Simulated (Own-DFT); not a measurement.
# What random displacements cost in beta-Si3N4, 112 atoms (N64Si48)

All numbers below are calculated, not measured. The program, named Own-DFT, is a retired in-house plane-wave density functional code that no person has reviewed. Each row is one single-point run on a periodic cell that was not relaxed, without spin or spin-orbit coupling.

Settings of every run: PBE; PseudoDojo norm-conserving scalar-relativistic files; cutoff 42 hartree; 2 x 2 x 4 k mesh centred on Gamma; Fermi-Dirac smearing of 0.1 eV.

Known limits, some of them of some rows only: some atoms lie very close together; forces on such cells moved up to 12 meV/angstrom on a denser k mesh; stress not checked against mesh or cutoff.

Cell vectors in Å: (15.212, 0.000, 0.000); (-7.606, 13.174, 0.000); (0.000, 0.000, 5.818). In each run every atom was moved at random and independently from its ideal site; u is the rms move along one axis. E is the free energy for each atom above the fitted value at u = 0, and F the rms of the force components.

| run | u (Å) | E (meV/atom) | F (eV/Å) | largest force (eV/Å) | P (GPa) |
|---|---|---|---|---|---|
| 1 | 0.0190 | 18.3 | 0.853 | 3.01 | 5.49 |
| 2 | 0.0193 | 16.2 | 0.799 | 3.46 | 5.41 |
| 3 | 0.0202 | ? | ? | ? | ? |
| 4 | 0.0465 | 102.9 | 1.941 | 7.03 | 8.05 |
| 5 | 0.0471 | 100.8 | 1.884 | 6.91 | 7.76 |
| 6 | 0.0504 | 128.6 | 2.171 | 9.09 | 8.23 |
| 7 | 0.1014 | 497.6 | 4.801 | 35.77 | 18.22 |
| 8 | 0.1030 | 481.3 | 4.848 | 34.75 | 17.98 |
| 9 | 0.1531 | 1163.7 | 9.621 | 51.33 | 35.73 |

## Worked fit

For small independent moves the energy grows as E = (3/2) K u², with K the mean stiffness felt by one atom. The runs with u up to 0.11 Å give K = 31.6 ± 0.7 eV/Å², with residuals divided by u² + 0.0006 Å², since the noise grows with the moves. The scatter is 5.7 meV/atom at u = 0.05 Å. The forces follow F = G u with G = 43.7 eV/Å²; no force at u = 0 is resolved. G exceeds K because the moves of its neighbours add to the force on an atom, and stiffness differs between atoms. At u = 0.153 Å the parabola gives 1111 meV/atom and the run 1164. The pressure follows P = 5.07 + 1248 u² GPa: at fixed volume, shortened bonds push harder than stretched ones pull.

## Withheld run

Question: what energy and rms force should run 3 give?

The fit gives 19 ± 2 meV/atom and about 0.88 eV/Å. The calculation gave 22.5 meV/atom and 0.948 eV/Å.
